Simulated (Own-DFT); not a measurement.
# How strain changes the stress of wurtzite AlGaN with randomly placed atoms, 72 atoms (Al24Ga12N36)

All numbers below are calculated, not measured. They come from Own-DFT, an in-house plane-wave density functional program, since retired, whose code no person has reviewed. Each row is one single-point run on a periodic cell that was not relaxed, without spin or spin-orbit coupling.

Settings of every run: PBE; PseudoDojo norm-conserving scalar-relativistic files; cutoff 42 hartree; 4 x 4 x 3 k mesh centred on Gamma; Fermi-Dirac smearing of 0.05 eV.

Known limits: forces on such cells passed a denser k mesh, each cell not checked; stress not checked against mesh or cutoff.

Unstrained cell vectors in Å: (9.413, 0.000, 0.000); (-4.707, 8.152, 0.000); (0.000, 0.000, 10.099). The unstrained cell has measured lattice constants (interpolated for alloys), not those of this functional. That, the random moves and any unrelaxed bonds set the pressure at no strain. Each run strains this cell uniformly, with the atoms carried along. Every atom was also moved at random, by a Gaussian of width 0.05 Å on each axis. The random placing of the alloy's atoms differs from row to row. Strain is the symmetric tensor, in per cent. Stress is positive in tension, and the pressure is minus a third of its trace.

```
run,e_xx (%),e_yy (%),e_zz (%),s_xx (GPa),s_yy (GPa),s_zz (GPa),P (GPa),E (meV/atom)
1,3.00,3.00,0.00,7.74,7.94,-2.66,-4.34,16.6
2,0.25,0.25,0.00,-3.85,-5.76,-7.00,5.54,5.7
3,-0.50,-0.50,0.00,-10.14,-7.73,-8.63,8.83,14.2
4,-2.75,-2.75,0.00,-27.18,-24.74,-10.10,20.67,79.7
5,-1.75,-1.75,0.00,-18.04,-18.35,-8.55,14.98,40.1
6,-3.00,-3.00,0.00,-23.28,-28.20,-13.37,21.62,77.4
7,-1.00,-1.00,0.00,-12.76,-14.12,-7.48,11.46,26.8
8,1.00,1.00,0.00,-1.64,-0.34,-5.44,2.47,0.0
9,1.25,1.25,0.00,?,?,?,?,?
```

E is the free energy for each atom above the lowest run shown.

## Worked fit

The change of volume is close to e_xx + e_yy + e_zz. A straight line through the runs shown gives P = 7.61 - 222 x (fractional change of volume) GPa, with an error of 10 on the slope and a scatter of 1.09 GPa. The strain isn't the same on all axes and the cell isn't cubic, so the slope belongs to this path and is not the bulk modulus.

## Withheld run

Question: what pressure should run 9 give? Its volume changes by 2.52 %.

The line gives 2.0 GPa. The calculation gave 1.91 GPa.
